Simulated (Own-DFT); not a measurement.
# Energy and forces against displacement in beta-Si3N4, 112 atoms (N64Si48)

Calculated results; nothing here was measured. The program, named Own-DFT, is a retired in-house plane-wave density functional code that no person has reviewed. Each row is one single-point run on a periodic cell that was not relaxed, without spin or spin-orbit coupling.

Settings of every run: PBE; PseudoDojo norm-conserving scalar-relativistic files; cutoff 42 hartree; 2 x 2 x 4 k mesh centred on Gamma; Fermi-Dirac smearing of 0.1 eV.

Known limits, some of them of some rows only: some atoms lie very close together; forces on such cells moved up to 12 meV/angstrom on a denser k mesh; stress not checked against mesh or cutoff.

Cell vectors in Å: (15.212, 0.000, 0.000); (-7.606, 13.174, 0.000); (0.000, 0.000, 5.818). In each run every atom was moved at random and independently from its ideal site; u is the rms move along one axis. E is the free energy for each atom above the fitted value at u = 0, and F the rms of the force components.

```
run,u (Å),E (meV/atom),F (eV/Å),largest force (eV/Å),P (GPa)
1,0.0192,16.9,0.789,2.40,5.43
2,0.0199,19.1,0.835,2.92,5.48
3,0.0485,?,?,?,?
4,0.0507,123.4,2.086,8.02,8.44
5,0.0995,470.7,4.459,19.95,16.66
6,0.1019,476.7,4.463,26.42,17.04
7,0.1479,982.2,7.207,42.38,29.04
```

## Worked fit

For small independent moves the energy grows as E = (3/2) K u², with K the mean stiffness felt by one atom. The runs with u up to 0.11 Å give K = 31.4 ± 0.4 eV/Å², with residuals divided by u² + 0.0006 Å², since the noise grows with the moves. The scatter is 2.7 meV/atom at u = 0.05 Å. The forces follow F = G u with G = 42.5 eV/Å²; no force at u = 0 is resolved. G exceeds K because the moves of its neighbours add to the force on an atom, and stiffness differs between atoms. At u = 0.148 Å the parabola gives 1029 meV/atom and the run 982. The pressure follows P = 5.13 + 1159 u² GPa: at fixed volume, shortened bonds push harder than stretched ones pull.

## Withheld run

Question: what energy and rms force should run 3 give?

The fit gives 111 ± 3 meV/atom and about 2.06 eV/Å. The calculation gave 108.3 meV/atom and 1.994 eV/Å.
